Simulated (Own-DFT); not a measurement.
# Biaxial strain at fixed height in diamond-structure GeSn with randomly placed atoms, 64 atoms (Ge60Sn4)

Source: density functional calculations with Own-DFT, an unreviewed in-house program that is no longer used. Nothing was measured or relaxed, and spin and spin-orbit coupling are left out.

Method: PBE; PseudoDojo norm-conserving scalar-relativistic files; cutoff 49 hartree; 3 x 3 x 3 k mesh centred on Gamma; Fermi-Dirac smearing of 0.1 eV.

Known weak points: forces on such cells moved up to 12 meV/angstrom on a denser k mesh; stress not checked against mesh or cutoff.

Unstrained cell vectors in Å: (11.420, 0.000, 0.000); (0.000, 11.420, 0.000); (0.000, 0.000, 11.420). The unstrained cell has measured lattice constants (interpolated for alloys), not those of this functional. That, the random moves and any unrelaxed bonds set the pressure at no strain. Each run strains x and y alike by e, as a substrate would, and holds the height along z. Each coordinate of each atom was shifted by a normal deviate of width 0.05 Å. The random placing of the alloy's atoms differs from row to row. Stress is positive in tension.

```
e (%),u (Å),(s_xx + s_yy)/2 (GPa),s_zz (GPa)
-2.75,0.052,-10.43,-8.76
-1.50,0.047,-7.46,-6.54
-0.50,0.049,-5.73,-5.41
-0.25,0.052,-5.35,-5.00
0.25,0.048,-4.37,-4.66
0.50,0.045,-3.94,-4.25
1.75,0.053,-2.13,-3.20
2.00,0.049,-1.62,-2.70
2.25,0.046,?,?
2.75,0.049,-0.62,-2.13
```

## Fit

With e as a fraction, the in-plane stress is -4.8 + 176 e - 920 e² GPa (errors 2 and 127, scatter 0.11), and s_zz is -4.8 + 117 e - 839 e² GPa (slope ± 3, scatter 0.15). At e = 0 the first slope is C11 + C12 and the second 2 C12, both with the ions held to the strained lattice and at the cell's own pressure. The term in e² is negative: the layer stiffens under compression and softens under tension. A free layer would change its height as e changes, and the in-plane slope would drop by 2 C12²/C11 to the biaxial modulus. At fixed height, a misfit of 1 % moves the in-plane stress by about 1.8 GPa and s_zz by 1.2 GPa.

## The run left out

Question: what are the two stresses at e = 2.25 %?

The fit gives -1.3 and -2.6 GPa. The run itself gave -1.25 and -2.54 GPa.
